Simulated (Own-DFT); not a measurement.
GaP (zincblende, atoms displaced) (calculated)

A calculation, not a measurement: plane-wave PBE density functional theory by an unreviewed code, no spin, of a simulated periodic cell, stress positive in tension, free energy of the whole cell less one offset for each atom, forces on such cells passed a denser k mesh, this cell's mesh not checked; offsets are fitted by least squares, one for each functional and potential file, so energies compare only between cells with the same atoms and settings and are not formation energies; the far tail of each file's local potential was reset to the Coulomb form; each entry is a single point on an unrelaxed cell, so the pressure reflects the starting lattice, mostly measured values (interpolated for alloys), from which strain is counted, and rises with the displacements; printed positions are rounded, which can move forces by about a meV/angstrom; the program, named Own-DFT, is a retired in-house code; no spin-orbit coupling; before rounding, a Quantum ESPRESSO 7.3.1 run of the same cell and cutoff gave forces within 1 meV/angstrom rms on each cell, which checks the program and not the settings. Program: Own-DFT development build.

Settings shared by all entries: functional PBE; potential files PseudoDojo norm-conserving, scalar-relativistic, standard set; wave cutoff 42 hartree; occupations Fermi-Dirac; smearing width 0.1 eV; k mesh 2 x 3 x 3 centred on Gamma.

(1) GaP (zincblende, atoms displaced)

```xyz
96
Lattice="16.3515 0.0000 0.0000 0.0000 10.9010 0.0000 0.0000 0.0000 10.9010" Properties=species:S:1:pos:R:3 GaP
Ga    16.3317     0.0073    10.8330
Ga    16.2794     2.6609     2.6552
Ga     2.8383     0.0931     2.7324
Ga     2.7461     2.6763     0.1971
P      1.3417     1.3515     1.3002
P      1.3027     3.9138     3.9848
P      4.0134     1.3815     4.1416
P      4.0382     4.1574     1.4652
Ga    16.2453    10.8032     5.4683
Ga     0.0959     2.5309     8.2067
Ga     2.7347    10.8850     8.1349
Ga     2.7003     2.7914     5.3057
P      1.2834     1.4595     6.6828
P      1.3869     4.2702     9.5444
P      4.1300     1.4990     9.3647
P      4.0385     4.1793     7.0009
Ga     0.1692     5.4705     0.0597
Ga    16.1946     8.1081     2.7584
Ga     2.8442     5.4887     2.7130
Ga     2.7914     8.2049    10.8838
P      1.3408     6.8465     1.2188
P      1.1848     9.6172     4.0198
P      4.0813     6.8399     4.0878
P      4.2407     9.4491     1.3293
Ga    16.2470     5.5804     5.4967
Ga    16.3306     8.2394     8.2419
Ga     2.9012     5.5061     8.1329
Ga     2.7658     8.1774     5.4084
P      1.4231     6.8595     6.7892
P      1.4732     9.3641     9.5385
P      4.1220     6.7752     9.4005
P      4.2389     9.5692     6.7980
Ga     5.4009    10.7948    10.8460
Ga     5.6498     2.7408     2.5753
Ga     8.1031     0.0173     2.6121
Ga     8.1591     2.8247    10.7876
P      6.8413     1.2472     1.2490
P      6.5901     4.2664     3.9267
P      9.6263     1.3155     4.0879
P      9.5302     4.0441     1.3437
Ga     5.3845    10.7924     5.5158
Ga     5.3582     2.8353     8.2160
Ga     8.2287    10.7930     8.2746
Ga     8.1790     2.7404     5.5295
P      6.6017     1.3369     6.6736
P      6.8069     3.9969     9.6071
P      9.5685     1.3014     9.5944
P      9.4354     4.0863     6.8771
Ga     5.3550     5.4362    10.8450
Ga     5.4265     8.0427     2.7742
Ga     8.1749     5.4474     2.6867
Ga     8.2499     8.2421    10.8596
P      6.7448     6.8831     1.2252
P      6.8516     9.5579     4.1576
P      9.7603     6.6542     4.0835
P      9.6009     9.4048     1.4048
Ga     5.6589     5.4899     5.4302
Ga     5.5121     8.1102     8.1119
Ga     8.1700     5.2988     8.3461
Ga     8.2618     8.2009     5.3306
P      6.8018     6.7569     6.7924
P      6.8810     9.5393     9.4090
P      9.4560     6.7058     9.5267
P      9.5663     9.6744     6.9253
Ga    10.9137    10.8865     0.0350
Ga    11.0253     2.6257     2.7032
Ga    13.5243     0.0299     2.7019
Ga    13.6439     2.6170     0.1011
P     12.4113     1.3460     1.5499
P     12.2088     4.2160     4.1950
P     14.9689     1.6053     4.1064
P     14.8249     3.9903     1.3913
Ga    11.0032    10.7846     5.3912
Ga    10.9768     2.6595     7.9261
Ga    13.6063    10.8270     8.1366
Ga    13.4664     2.8008     5.4500
P     12.1001     1.4048     6.6758
P     12.0853     4.1780     9.6918
P     15.0155     1.2284     9.4850
P     14.8612     4.0057     6.8553
Ga    10.9391     5.5230    10.8119
Ga    10.7902     8.3035     2.6792
Ga    13.5073     5.5088     2.6960
Ga    13.4760     8.1341    10.8006
P     12.3966     7.0244     1.2544
P     12.2941     9.4390     4.0799
P     14.8924     6.8262     3.9359
P     14.9087     9.4183     1.2841
Ga    10.7432     5.3432     5.4234
Ga    11.0293     8.1138     8.3002
Ga    13.5019     5.4743     8.2017
Ga    13.7129     8.1347     5.5209
P     12.1681     6.9076     6.8175
P     12.3534     9.5505     9.6039
P     15.0132     6.7282     9.7516
P     14.9546     9.5824     6.7930
```

```
free energy of cell above offsets : -39.241 eV
pressure                          : 4.82 GPa
stress xx                         : -4.6 GPa
stress yy                         : -4.88 GPa
stress zz                         : -4.98 GPa
stress yz                         : -0.15 GPa
stress xz                         : 0.49 GPa
stress xy                         : 0.32 GPa
```

Force:
| element | x (eV/Å) | y (eV/Å) | z (eV/Å) |
| --- | --- | --- | --- |
| Ga | 0.636 | -1.67 | 0.753 |
| Ga | 0.34 | 0.372 | -0.64 |
| Ga | -1.179 | -1.095 | -0.734 |
| Ga | 0.29 | 1.238 | -2.128 |
| P | -0.421 | -0.922 | 0.662 |
| P | -0.043 | 2.9 | 0.009 |
| P | 2.172 | -0.085 | -0.5 |
| P | 1.621 | -1.454 | -1.506 |
| Ga | 0.388 | 2.246 | -0.881 |
| Ga | -0.691 | 2.312 | 0.541 |
| Ga | -0.316 | 0.431 | -0.359 |
| Ga | 0.211 | 0.24 | 1.726 |
| P | 1.197 | -1.855 | -0.062 |
| P | 0.717 | -2.269 | -0.636 |
| P | -1.659 | -2.221 | 2.928 |
| P | 1.533 | -1.666 | -4.173 |
| Ga | -2.255 | -1.468 | -0.19 |
| Ga | 1.629 | 1.241 | -1.561 |
| Ga | -2.471 | 0.458 | 0.73 |
| Ga | 0.767 | -1.081 | 0.316 |
| P | 1.421 | 1.033 | 2.849 |
| P | 1.574 | -0.844 | -0.214 |
| P | 0.091 | -0.705 | 0.843 |
| P | -1.447 | 0.443 | 0.853 |
| Ga | 0.208 | -1.349 | -0.358 |
| Ga | -0.354 | -1.406 | -0.187 |
| Ga | -3.56 | 0.904 | 0.74 |
| Ga | -0.708 | 1.14 | 0.016 |
| P | -0.58 | -0.015 | 0.309 |
| P | -0.689 | 2.563 | -0.521 |
| P | 0.59 | 1.528 | 1.742 |
| P | -2.566 | -1.903 | 1.372 |
| Ga | 0.403 | 1.016 | -1.281 |
| Ga | -1.729 | -0.72 | 0.345 |
| Ga | 1.206 | -0.632 | 1.43 |
| Ga | 1.583 | -1.991 | 1.626 |
| P | -0.32 | 1.166 | -0.792 |
| P | 2.76 | -1.656 | 0.172 |
| P | -0.881 | 0.149 | -0.285 |
| P | 0.618 | 0.239 | 0.167 |
| Ga | 0.743 | 1.438 | -2.444 |
| Ga | 1.843 | -0.131 | -1.484 |
| Ga | -0.235 | 2.431 | -1.099 |
| Ga | -1.019 | -0.693 | -1.3 |
| P | 1.888 | 1.317 | 1.884 |
| P | -1.692 | 1.183 | -0.85 |
| P | 0.043 | 0.878 | -0.816 |
| P | 0.562 | -0.201 | -0.11 |
| Ga | 0.318 | -0.074 | 0.394 |
| Ga | 1.26 | 1.044 | -0.254 |
| Ga | 0.059 | 0.458 | -0.432 |
| Ga | -0.79 | -0.665 | -0.329 |
| P | 0.806 | -0.541 | 0.548 |
| P | -0.585 | -0.194 | -1.389 |
| P | -2.809 | 2.644 | -1.936 |
| P | -2.328 | 3.02 | -2.071 |
| Ga | -2.999 | 0.049 | 0.839 |
| Ga | 0.016 | 0.353 | 0.104 |
| Ga | -0.844 | 0.799 | -1.239 |
| Ga | 0.739 | -0.618 | 1.285 |
| P | 2.24 | 0.588 | 0.596 |
| P | -1.292 | -1.15 | 1.62 |
| P | 0.87 | 1.517 | 0.235 |
| P | 1.029 | -2.108 | -1.287 |
| Ga | 0.5 | 0.173 | 0.705 |
| Ga | -1.376 | 1.552 | 0.966 |
| Ga | 3.116 | -2.253 | 2.19 |
| Ga | -0.451 | 0.222 | -1.709 |
| P | -2.385 | 0.645 | -3.367 |
| P | 0.049 | -0.834 | -1.685 |
| P | -1.002 | -2.743 | 0.68 |
| P | 1.676 | 1.656 | 0.16 |
| Ga | -1.282 | 0.015 | 0.08 |
| Ga | -1.96 | 1.811 | 3.448 |
| Ga | -0.637 | 1.084 | -0.253 |
| Ga | 1.009 | -0.001 | -0.041 |
| P | 2.887 | -2.074 | -0.419 |
| P | 2.581 | -3.297 | -2.756 |
| P | -0.982 | 1.048 | 0.065 |
| P | 0.754 | 0.759 | 0.517 |
| Ga | -1.603 | 1.467 | 2.767 |
| Ga | 2.944 | -2.905 | 2.104 |
| Ga | -0.178 | -0.529 | -0.502 |
| Ga | 3.672 | 0.98 | -1.002 |
| P | -3.647 | -2.805 | 2.786 |
| P | 0.336 | 0.223 | -0.014 |
| P | -0.108 | -0.942 | 2.198 |
| P | 0.173 | 1.366 | 0.295 |
| Ga | 1.164 | -0.22 | 2.458 |
| Ga | -1.71 | 1.019 | -0.046 |
| Ga | 0.645 | -0.203 | 0.492 |
| Ga | -0.768 | -0.253 | -0.676 |
| P | 0.696 | -1.444 | -0.7 |
| P | -1.51 | 0.907 | -1.005 |
| P | -0.557 | 0.702 | -2.144 |
| P | 0.046 | -1.078 | 0.819 |

(2) GaP (zincblende, atoms displaced)

```xyz
96
Lattice="16.3515 0.0000 0.0000 0.0000 10.9010 0.0000 0.0000 0.0000 10.9010" Properties=species:S:1:pos:R:3 GaP
Ga     0.1187     0.0418    10.6628
Ga    16.2992     2.7970     2.7448
Ga     2.7093     0.1265     2.7900
Ga     2.7727     2.8681    10.8598
P      1.3281     1.3687     1.4732
P      1.3949     4.0103     4.2321
P      3.9955     1.2284     4.0983
P      4.0830     4.2781     1.2198
Ga    16.3231     0.1182     5.4891
Ga    16.2540     2.6750     8.2276
Ga     2.6776    10.8419     8.1080
Ga     2.8435     2.8572     5.3361
P      1.4769     1.4492     6.7381
P      1.4523     4.2008     9.5580
P      4.1388     1.2861     9.6483
P      4.0541     4.2539     6.7276
Ga     0.0669     5.4529     0.0053
Ga    16.2819     8.2523     2.4882
Ga     2.6986     5.3976     2.7328
Ga     2.4874     8.2239    10.8854
P      1.4321     6.7603     1.3417
P      1.4072     9.5804     4.0347
P      4.0158     6.6195     4.1488
P      4.1780     9.6456     1.1800
Ga     0.1919     5.5265     5.2415
Ga    16.3055     8.2925     8.1893
Ga     2.6683     5.4075     8.1370
Ga     2.7038     8.2378     5.3839
P      1.1817     6.7595     6.8171
P      1.5573     9.6098     9.4817
P      4.0930     6.9865     9.7129
P      3.8470     9.6207     6.6797
Ga     5.5147     0.1339    10.8513
Ga     5.3726     2.5540     2.4757
Ga     8.2153    10.5857     2.7521
Ga     8.2615     2.5968    10.8942
P      6.8266     1.3107     1.3915
P      6.9238     4.0309     4.0245
P      9.4375     1.3340     3.9817
P      9.5533     4.0865     1.3853
Ga     5.4853    10.8795     5.3954
Ga     5.3715     2.6433     7.9835
Ga     8.1285    10.7411     8.1462
Ga     8.2538     2.8558     5.3707
P      6.6372     1.2693     6.7871
P      6.8700     4.1735     9.5045
P      9.6608     1.4297     9.6395
P      9.6479     3.9504     6.8661
Ga     5.3885     5.4149    10.8790
Ga     5.3364     8.1678     2.8506
Ga     8.1252     5.4158     2.8931
Ga     8.2555     8.3083     0.0209
P      6.8432     6.6365     1.2194
P      6.8732     9.6810     3.9936
P      9.5101     6.8120     4.2131
P      9.5895     9.6762     1.4152
Ga     5.5117     5.3798     5.4631
Ga     5.6547     8.2235     8.3472
Ga     8.2001     5.4426     8.4202
Ga     8.1711     8.2303     5.4899
P      6.9019     6.6794     6.8507
P      6.6806     9.6462     9.5442
P      9.6126     6.6462     9.6127
P      9.5155     9.5527     6.7968
Ga    10.9192    10.8905     0.1116
Ga    11.0061     2.6781     2.6609
Ga    13.8596     0.0889     2.7901
Ga    13.6437     2.6592     0.1661
P     12.3300     1.3449     1.3791
P     12.4239     4.0264     4.0719
P     14.9735     1.3973     4.3252
P     15.0856     4.1099     1.3594
Ga    10.8282     0.0751     5.2785
Ga    10.9335     2.7221     8.2090
Ga    13.5986    10.8455     8.2760
Ga    13.5677     2.8654     5.5013
P     12.3462     1.4327     6.7024
P     12.2853     4.2254     9.7011
P     15.2079     1.3577     9.4956
P     15.0057     4.1317     6.8407
Ga    10.9590     5.4467    10.8169
Ga    10.9351     8.1198     2.7281
Ga    13.4647     5.4589     2.5620
Ga    13.4949     8.0640    10.8764
P     12.2883     6.9172     1.2613
P     12.1342     9.5897     3.9437
P     15.0823     6.8145     4.1034
P     14.8413     9.4723     1.4103
Ga    10.9416     5.4754     5.4531
Ga    10.7551     8.2783     8.1466
Ga    13.6672     5.3973     8.0454
Ga    13.6581     8.4222     5.5382
P     12.2504     6.6433     6.7867
P     12.3095     9.4667     9.4337
P     14.9208     6.7908     9.6173
P     14.9849     9.5614     6.7439
```

```
free energy of cell above offsets : -37.994 eV
pressure                          : 4.98 GPa
stress xx                         : -5.24 GPa
stress yy                         : -4.81 GPa
stress zz                         : -4.9 GPa
stress yz                         : 0.68 GPa
stress xz                         : 0.05 GPa
stress xy                         : 0.13 GPa
```

Force:
| element | x (eV/Å) | y (eV/Å) | z (eV/Å) |
| --- | --- | --- | --- |
| Ga | 0.465 | -0.912 | 2.748 |
| Ga | 0.367 | -0.942 | 0.974 |
| Ga | -0.391 | -2.001 | -1.881 |
| Ga | -0.27 | -1.438 | 0.483 |
| P | -0.113 | 0.775 | -1.491 |
| P | -0.533 | 0.31 | -3.017 |
| P | 2.149 | 2.502 | 0.371 |
| P | -0.731 | -2.503 | 2.317 |
| Ga | 1.757 | -1.153 | 0.246 |
| Ga | 2.459 | 2.191 | -2.11 |
| Ga | 1.097 | 2.431 | -0.346 |
| Ga | 0.916 | -1.637 | 1.299 |
| P | -0.801 | 0.255 | 0.915 |
| P | -1.428 | -1.521 | -0.453 |
| P | -1.765 | 1.878 | -2.299 |
| P | 0.255 | -1.681 | 0.867 |
| Ga | -0.376 | 0.327 | -0.308 |
| Ga | 1.456 | -1.301 | 2.203 |
| Ga | -0.125 | -0.332 | 0.101 |
| Ga | 2.536 | -0.27 | 1.026 |
| P | -1.11 | 0.601 | 0.572 |
| P | -1.486 | -0.191 | -0.448 |
| P | 0.588 | 1.701 | 0.162 |
| P | -1.491 | -0.904 | 1.943 |
| Ga | -1.76 | 0.053 | 1.352 |
| Ga | 0.016 | -0.929 | 0.357 |
| Ga | 0.622 | 2.114 | 0.089 |
| Ga | -0.987 | -1.695 | 0.033 |
| P | 1.626 | 1.232 | 0.574 |
| P | -2.783 | -0.887 | -0.198 |
| P | -0.172 | -0.927 | -1.719 |
| P | 3.282 | -0.809 | 0.478 |
| Ga | 0.306 | -0.491 | 1.232 |
| Ga | -1.018 | 1.466 | 1.615 |
| Ga | 0.717 | 4.273 | -1.154 |
| Ga | -1.088 | 1.663 | 0.746 |
| P | 1.75 | -0.799 | -0.575 |
| P | -2.906 | -0.852 | 0.508 |
| P | 0.237 | 0.467 | -0.205 |
| P | 0.315 | 0.159 | 0.207 |
| Ga | -1.253 | -0.392 | 0.002 |
| Ga | -0.488 | 1.205 | 1.701 |
| Ga | 0.017 | 1.831 | 0.403 |
| Ga | -0.059 | -1.582 | 1.036 |
| P | 2.65 | 0.507 | -0.316 |
| P | -1.98 | -2.928 | 0.965 |
| P | -0.287 | -1.892 | -1.343 |
| P | -1.063 | 1.785 | -0.388 |
| Ga | 1.358 | 1.303 | -1.787 |
| Ga | 0.411 | -0.326 | -1.563 |
| Ga | 1.272 | 1.29 | -2.184 |
| Ga | -0.687 | -1.234 | -0.157 |
| P | 0.598 | 1.899 | 1.915 |
| P | -2.799 | -3.536 | 2.865 |
| P | 0.321 | 0.218 | -1.122 |
| P | 0.874 | -2.729 | -0.976 |
| Ga | 0.916 | 0.341 | -0.701 |
| Ga | -2.546 | -2.098 | -2.289 |
| Ga | 0.926 | 0.055 | -2.718 |
| Ga | -0.741 | -0.434 | -0.114 |
| P | -0.147 | 1.365 | 0.305 |
| P | 2.857 | 0.246 | 1.117 |
| P | -0.573 | 3.642 | -0.663 |
| P | 0.229 | 0.797 | -0.81 |
| Ga | 1.089 | 0.5 | -1.51 |
| Ga | -0.889 | 0.629 | 0.626 |
| Ga | -1.436 | -0.132 | 0.213 |
| Ga | 0.892 | 1.04 | -1.627 |
| P | 0.414 | -1.205 | 0.62 |
| P | -2.334 | 1.274 | -1.302 |
| P | -0.258 | 1.306 | -1.846 |
| P | -1.082 | 0.305 | -0.042 |
| Ga | 0.48 | 0.054 | 1.015 |
| Ga | 1.428 | -0.224 | 0.471 |
| Ga | 1.131 | 1.439 | -1.591 |
| Ga | 1.659 | -0.458 | 0.828 |
| P | -1.275 | -1.373 | 1.542 |
| P | 2.076 | -2.679 | -2.292 |
| P | -4.006 | -0.65 | 1.121 |
| P | 1.281 | -0.61 | -1.051 |
| Ga | -0.782 | 0.11 | 2.902 |
| Ga | -0.901 | -0.388 | -0.07 |
| Ga | 1.936 | 0.12 | 1.075 |
| Ga | 1.955 | 1.97 | -1.213 |
| P | -2.502 | -1.88 | 1.63 |
| P | 1.845 | 0.366 | 1.149 |
| P | -1.466 | 0.868 | -1.27 |
| P | 0.23 | 1.229 | -2.474 |
| Ga | -0.392 | -1.544 | -0.488 |
| Ga | 1.08 | -2.163 | 0.336 |
| Ga | -0.524 | 0.523 | 1.871 |
| Ga | -2.002 | -2.874 | -2.182 |
| P | 0.418 | 3.018 | 0.495 |
| P | -1.494 | 0.04 | 1.515 |
| P | 0.873 | 0.115 | -0.975 |
| P | 1.172 | 1.718 | 2.131 |

(3) GaP (zincblende, atoms displaced)

```xyz
96
Lattice="16.3515 0.0000 0.0000 0.0000 10.9010 0.0000 0.0000 0.0000 10.9010" Properties=species:S:1:pos:R:3 GaP
Ga     0.0906    10.8234    10.8502
Ga    16.2642     2.7246     2.7290
Ga     2.8231    10.8972     2.7003
Ga     2.7814     2.6781    10.8762
P      1.3342     1.4123     1.3068
P      1.3281     4.1644     4.2071
P      4.0550     1.3557     3.9481
P      4.0995     4.1277     1.3199
Ga     0.0275    10.8984     5.2953
Ga     0.0766     2.6006     8.0499
Ga     2.5768     0.0115     8.0591
Ga     2.6559     2.7531     5.4092
P      1.4713     1.2466     6.6361
P      1.4311     4.0185     9.5342
P      3.9776     1.3856     9.4520
P      4.0519     4.0636     6.8766
Ga    16.2726     5.5754     0.0013
Ga     0.1264     8.0707     2.6943
Ga     2.8051     5.4508     2.8572
Ga     2.6126     8.1652     0.0464
P      1.6105     6.8558     1.3794
P      1.4489     9.4914     4.1682
P      4.0163     6.6350     4.0201
P      4.2597     9.5806     1.3822
Ga    16.2209     5.4898     5.5601
Ga    16.2378     7.9884     8.4099
Ga     2.7908     5.3291     8.2923
Ga     2.7161     8.1340     5.3994
P      1.4651     6.8863     6.8593
P      1.3718     9.5124     9.5044
P      4.0031     6.7236     9.5301
P      3.9283     9.4840     6.8410
Ga     5.4373     0.0521    10.7813
Ga     5.4240     2.7381     2.8058
Ga     7.9851    10.8438     2.8746
Ga     8.1794     2.8797    10.8801
P      6.8796     1.2554     1.3327
P      6.7560     4.2113     3.9786
P      9.5281     1.4708     3.9828
P      9.5088     4.1168     1.2991
Ga     5.4761     0.0563     5.3186
Ga     5.4313     2.5445     8.2351
Ga     8.1579     0.0036     8.2246
Ga     8.1258     2.7226     5.4510
P      6.8936     1.3400     6.7862
P      6.8453     4.1371     9.5180
P      9.5261     1.3244     9.7051
P      9.6072     4.2695     6.8180
Ga     5.4954     5.4229     0.1796
Ga     5.2376     8.0181     2.5127
Ga     8.3236     5.2000     2.8543
Ga     8.1180     8.0387    10.8400
P      6.8480     6.9040     1.3723
P      6.8073     9.7484     4.2070
P      9.7129     6.7436     4.0829
P      9.5504     9.4881     1.3827
Ga     5.4208     5.3666     5.4011
Ga     5.4167     8.3975     8.1299
Ga     7.9951     5.5484     8.2202
Ga     8.0573     8.2972     5.3725
P      6.7354     6.6566     6.8058
P      6.7356     9.4896     9.5413
P      9.5403     6.7997     9.4559
P      9.5853     9.5389     6.8954
Ga    10.8692    10.8202    10.8646
Ga    10.9832     2.8296     2.5540
Ga    13.6651     0.0537     2.8127
Ga    13.6632     2.8891     0.1894
P     12.4177     1.2084     1.3517
P     12.2575     4.2285     4.1793
P     15.0449     1.4434     4.1334
P     14.8488     4.0729     1.4149
Ga    10.7022    10.8233     5.4541
Ga    11.0819     2.7873     8.0641
Ga    13.4461     0.0665     8.1752
Ga    13.7310     2.6330     5.4601
P     12.3416     1.3367     6.8534
P     12.2607     4.0329     9.3405
P     14.9961     1.5039     9.4657
P     14.9607     3.9980     6.8108
Ga    10.7845     5.5452     0.1497
Ga    10.9392     8.0233     2.7200
Ga    13.6766     5.3713     2.6850
Ga    13.6221     8.1789    10.8323
P     12.3742     6.7723     1.4878
P     12.2223     9.5268     4.1040
P     14.7853     6.7607     4.2010
P     14.8664     9.4438     1.4777
Ga    10.9448     5.5123     5.4283
Ga    10.8315     8.2616     8.3158
Ga    13.5251     5.4849     8.2178
Ga    13.8142     8.2764     5.5527
P     12.2842     6.6727     6.9155
P     12.3994     9.7269     9.4950
P     15.1366     6.6817     9.5746
P     14.8932     9.5378     6.8453
```

```
free energy of cell above offsets : -38.799 eV
pressure                          : 4.91 GPa
stress xx                         : -4.55 GPa
stress yy                         : -4.98 GPa
stress zz                         : -5.19 GPa
stress yz                         : 1.12 GPa
stress xz                         : 0.04 GPa
stress xy                         : -0.49 GPa
```

Force:
| element | x (eV/Å) | y (eV/Å) | z (eV/Å) |
| --- | --- | --- | --- |
| Ga | -1.731 | 0.735 | 0.422 |
| Ga | 1.382 | 0.726 | -0.182 |
| Ga | -1.389 | -0.641 | -0.748 |
| Ga | -0.464 | 0.843 | 0.553 |
| P | 0.313 | -0.65 | 0.739 |
| P | -0.784 | -0.076 | -1.301 |
| P | 0.225 | 0.895 | 1.939 |
| P | -0.591 | -1.241 | 1.245 |
| Ga | -0.312 | -0.76 | 1.273 |
| Ga | 0.261 | 0.631 | 0.133 |
| Ga | 1.017 | -0.786 | 1.093 |
| Ga | 1.242 | -0.005 | 0.023 |
| P | -1.705 | 1.018 | 0.005 |
| P | -1.539 | -0.061 | 0.276 |
| P | 0.028 | -1.572 | 0.474 |
| P | 0.792 | -0.995 | -0.89 |
| Ga | 3.077 | -2.869 | 2.563 |
| Ga | -1.125 | 0.306 | 0.861 |
| Ga | -2.382 | -2.718 | -2.502 |
| Ga | 2.554 | 1.447 | -1.802 |
| P | -2.742 | -2.136 | 1.219 |
| P | -0.589 | 0.496 | -1.978 |
| P | 2.453 | 3.338 | 2.423 |
| P | -2.156 | 0.721 | -1.411 |
| Ga | 0.703 | 0.413 | 0.173 |
| Ga | 2.544 | 3.03 | -3.469 |
| Ga | -0.848 | 0.777 | -1.012 |
| Ga | 0.579 | -0.705 | 0.438 |
| P | -1.351 | -1.286 | 0.646 |
| P | -0.288 | -0.342 | 0.007 |
| P | 1.604 | 1.519 | 1.069 |
| P | 1.22 | 1.083 | -1.305 |
| Ga | 0.118 | 0.179 | 0.407 |
| Ga | 0.523 | -0.131 | -1.867 |
| Ga | 3.141 | 1.616 | -2.418 |
| Ga | -0.384 | -1.746 | -0.034 |
| P | -0.774 | 1.586 | -0.173 |
| P | -0.286 | -2.009 | 1.47 |
| P | -0.182 | -0.506 | 0.302 |
| P | 0.433 | -0.549 | 0.409 |
| Ga | -2.205 | 1.151 | 2.402 |
| Ga | 0.953 | 1.626 | -1.119 |
| Ga | 0.418 | -0.144 | 0.39 |
| Ga | 1.071 | 1.262 | -0.296 |
| P | -1.131 | -0.073 | 0.442 |
| P | -1.448 | -0.817 | 0.607 |
| P | 0.137 | 1.106 | -1.77 |
| P | -1.218 | -1.423 | 0.245 |
| Ga | 0.19 | 0.962 | -1.734 |
| Ga | 1.194 | -0.364 | 1.854 |
| Ga | 0.35 | 2.635 | -0.602 |
| Ga | 0.981 | 1.435 | -0.112 |
| P | 0.375 | -1.846 | 1.07 |
| P | -1.133 | -3.992 | -0.754 |
| P | -2.62 | 0.81 | 0.004 |
| P | -0.608 | -0.571 | 0.243 |
| Ga | -0.521 | 0.129 | 0.825 |
| Ga | -0.556 | -2.598 | -0.078 |
| Ga | 2.081 | -0.765 | -0.432 |
| Ga | 1.238 | -1.653 | 1.212 |
| P | -0.654 | 2.816 | -1.043 |
| P | 1.11 | 0.668 | 0.092 |
| P | -0.568 | -0.126 | 1.13 |
| P | -1.624 | -0.48 | -0.088 |
| Ga | 0.407 | 0.087 | 1.058 |
| Ga | 0.673 | -0.816 | 1.056 |
| Ga | -0.056 | -0.892 | 0.702 |
| Ga | -2.229 | -2.704 | -3.596 |
| P | -1.335 | 1.7 | -0.609 |
| P | 0.853 | -2.272 | -1.326 |
| P | -0.113 | -1.279 | -0.899 |
| P | 3.829 | 1.54 | 0.559 |
| Ga | 1.537 | 1.303 | -0.866 |
| Ga | -2.606 | -1.141 | -0.574 |
| Ga | 3.634 | 0.894 | -0.556 |
| Ga | -1.613 | 1.135 | 0.38 |
| P | -1.806 | 0.452 | -2.578 |
| P | 0.604 | 1.214 | 4.328 |
| P | -0.174 | -1.281 | 1.085 |
| P | 0.385 | 0.72 | 0.857 |
| Ga | 1.549 | 0.247 | -1.509 |
| Ga | 0.136 | 1.739 | -0.26 |
| Ga | -0.996 | 0.817 | 2.04 |
| Ga | 0.099 | -0.188 | 0.441 |
| P | -0.55 | 0.224 | -2.165 |
| P | 0.234 | -0.065 | 0.46 |
| P | 2.166 | 0.098 | -1.238 |
| P | 1.76 | 0.342 | -0.658 |
| Ga | 0.162 | -0.158 | 1.39 |
| Ga | 1.799 | -0.287 | -0.739 |
| Ga | 1.962 | -1.173 | 0.144 |
| Ga | -3.255 | -1.476 | -1.235 |
| P | -0.676 | 3.169 | -0.986 |
| P | -2.263 | -3.212 | 1.929 |
| P | -4.94 | 0.243 | -0.188 |
| P | 2.424 | 1.699 | 1.996 |
